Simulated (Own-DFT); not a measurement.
# One host, several defects: C40 NbSi2

Source: density functional calculations with Own-DFT, an unreviewed in-house program that is no longer used. Nothing was measured or relaxed, and spin and spin-orbit coupling are left out.

Common settings: PBE; PseudoDojo norm-conserving scalar-relativistic files; cutoff 42 hartree; 4 x 4 x 5 k mesh centred on Gamma; cold (Marzari-Vanderbilt) smearing of 0.2 eV.

Caveats: forces on such cells failed a check on a denser k mesh; stress not checked against mesh or cutoff.

All runs share one cell, with vectors in Å (0.000, 8.324, 0.000); (-9.613, 0.000, 0.000); (0.000, 0.000, 6.586) and a volume of 527.0 Å³. u is the rms random offset of the atoms per axis. The defect's site can differ from row to row.

```
                    cell   formula   u (Å)  P (GPa)
               no defect  Nb12Si24  0.0198     1.49
               no defect  Nb12Si24  0.0451     2.17
               no defect  Nb12Si24  0.0469     2.33
two Si on a Nb site each  Nb10Si26  0.0298     1.76
two Si on a Nb site each  Nb10Si26  0.0437     2.02
two Si on a Nb site each  Nb10Si26  0.0500     2.39
          one Si vacancy  Nb12Si23  0.0308     1.06
          one Si vacancy  Nb12Si23  0.0320     1.07
          one Si vacancy  Nb12Si23  0.0433     1.67
two Nb on a Si site each  Nb14Si22  0.0267        ?
two Nb on a Si site each  Nb14Si22  0.0284     7.64
two Nb on a Si site each  Nb14Si22  0.0517     8.76
two Nb on a Si site each  Nb14Si22  0.0527     8.37
```

## Fit

P = P0 + c u² + a shift for each defect gives P0 = 1.29 GPa, c = 459 ± 58 GPa/Å² and a scatter of 0.15 GPa. The shifts, and each times the cell's volume:

- two Nb on a Si site each: 6.01 ± 0.12 GPa, 19.8 eV (9.9 eV for each of its 2 sites)
- two Si on a Nb site each: -0.05 ± 0.12 GPa, -0.1 eV (-0.1 eV for each of its 2 sites) (not resolved)
- one Si vacancy: -0.61 ± 0.12 GPa, -2.0 eV

Positive is outwards. The product with the volume (160.2 GPa Å³ to the eV) is nearly free of the cell's size; divided by the bulk modulus at the cell's pressure it gives the volume that the defect adds. The atoms around the defects weren't relaxed, which would change these numbers.

## Prediction

Q: what pressure belongs in the blank (two Nb on a Si site each, u = 0.0267 Å)?

From the fit: 7.62 ± 0.19 GPa. The calculation gave 7.35 GPa.
